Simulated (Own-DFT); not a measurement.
# Strain and stress in wurtzite AlN, 72 atoms (Al36N36)

All numbers below are calculated, not measured. They come from Own-DFT, an in-house plane-wave density functional program, since retired, whose code no person has reviewed. Each row is one single-point run on a periodic cell that was not relaxed, without spin or spin-orbit coupling.

Settings of every run: PBE; PseudoDojo norm-conserving scalar-relativistic files; cutoff 42 hartree; 3 x 3 x 2 k mesh centred on Gamma; Fermi-Dirac smearing of 0.1 eV.

Known limits: forces on such cells moved up to 12 meV/angstrom on a denser k mesh; stress not checked against mesh or cutoff.

Unstrained cell vectors in Å: (9.336, 0.000, 0.000); (-4.668, 8.085, 0.000); (0.000, 0.000, 9.964). The unstrained cell has measured lattice constants (interpolated for alloys), not those of this functional. That, the random moves and any unrelaxed bonds set the pressure at no strain. Each run strains this cell uniformly, with the atoms carried along. Every atom was also moved at random, by a Gaussian of width 0.05 Å on each axis. Strain is the symmetric tensor, in per cent. Stress is positive in tension, and the pressure is minus a third of its trace.

```
run,e_xx (%),e_yy (%),e_zz (%),e_yz (%),e_xz (%),e_xy (%),s_xx (GPa),s_yy (GPa),s_zz (GPa),s_yz (GPa),s_xz (GPa),s_xy (GPa),P (GPa),E (meV/atom)
1,0.77,1.09,-1.74,-0.77,1.90,-0.02,-1.19,-3.03,-13.65,-2.42,5.74,0.52,5.96,23.5
2,-0.17,-0.29,1.06,1.25,1.48,1.77,-6.72,-7.52,-1.40,3.26,3.45,6.90,5.21,36.5
3,-0.49,1.78,1.86,0.30,1.48,-0.82,-5.45,0.72,4.46,0.86,3.25,-3.42,0.09,20.2
4,-0.42,0.02,0.88,0.20,-0.81,-1.49,-5.62,-5.76,-2.34,1.10,-1.36,-4.87,4.57,7.7
5,1.08,1.71,-1.18,0.16,-0.75,0.83,1.51,0.87,-8.22,-0.24,-0.85,2.74,1.95,0.0
6,-0.32,0.25,1.90,-1.85,0.20,1.86,-6.96,-5.24,4.21,-4.89,0.49,6.07,2.66,21.2
7,-0.31,-0.18,-1.99,-0.22,1.18,-0.64,-5.90,-8.93,-19.95,-0.37,2.10,-1.20,11.59,31.0
8,0.01,-0.89,-0.77,1.20,-1.65,1.75,-8.90,-9.78,-10.08,3.47,-5.51,6.23,9.59,27.8
9,1.61,0.67,0.65,-1.06,1.94,0.71,0.35,-0.44,0.78,-2.16,4.54,2.83,-0.23,10.3
10,-1.59,-1.90,-0.92,-0.43,0.93,-0.39,-18.85,-15.35,-14.08,-1.52,3.07,-1.26,16.09,39.6
11,1.50,0.30,1.93,0.39,0.27,-1.98,2.92,-3.97,3.69,1.37,0.37,-5.31,-0.88,26.6
12,-0.07,-0.35,-1.45,1.74,-1.48,-1.78,-9.98,-9.35,-11.51,4.87,-2.74,-8.68,10.28,38.6
13,-1.11,-0.66,0.68,1.84,0.21,0.41,-11.14,-9.66,-4.00,4.39,0.32,2.11,8.27,10.3
14,2.00,-0.33,-1.76,-0.85,-1.64,-1.74,0.74,-6.30,-11.28,-1.70,-3.37,-5.80,5.61,20.1
15,0.48,-0.04,-1.47,-0.33,1.97,-0.47,-5.71,-5.43,-14.09,0.25,6.50,-4.09,8.41,28.3
16,2.00,-0.84,-0.54,-1.39,0.30,0.78,1.08,-10.01,-6.66,-5.22,0.47,2.63,5.20,30.5
17,2.00,-0.51,-0.47,-0.68,0.00,0.11,3.19,-7.77,-8.28,-2.08,0.40,-1.48,4.29,21.3
18,1.12,0.71,1.33,0.42,1.40,-0.81,?,?,?,?,?,?,?,?
```

E is the free energy for each atom above the lowest run shown.

## Worked fit

Each stress component was fitted by least squares to a constant and the strains of the runs shown, as fractions, with shears doubled. Shear strains stay in the fit of a normal stress only where such slopes are resolved. The slopes, in GPa:

| stress | at no strain | per e_xx | per e_yy | per e_zz | scatter |
|---|---|---|---|---|---|
| s_xx | -6.3 | 454 ± 37 | 182 ± 45 | 46 ± 30 | 1.58 |
| s_yy | -6.5 | 72 ± 22 | 404 ± 27 | 39 ± 18 | 0.95 |
| s_zz | -6.1 | 115 ± 36 | 90 ± 44 | 506 ± 30 | 1.55 |

Each shear stress against twice its own strain: yz 135 ± 10, xz 126 ± 9, xy 175 ± 14 GPa. These are stiffnesses along x, y and z of the frame in which the cell vectors are given, which need not be the crystal's axes. The atoms are held to the strained lattice; where symmetry lets them move under strain, relaxing them would lower some slopes. The table should be nearly symmetric about its diagonal, and what it lacks of that shows the noise. A ninth of its sum, 212 ± 6 GPa, estimates the bulk modulus near the mean pressure of these runs, 5.8 GPa, so it lies above the value at zero pressure.

## Withheld run

Question: what normal stresses and pressure should run 18 give?

The fit gives s_xx = 0.7, s_yy = -2.3, s_zz = 2.6 and P = -0.3 GPa. The calculation gave 1.69, -2.59, 1.60 and P = -0.23 GPa.
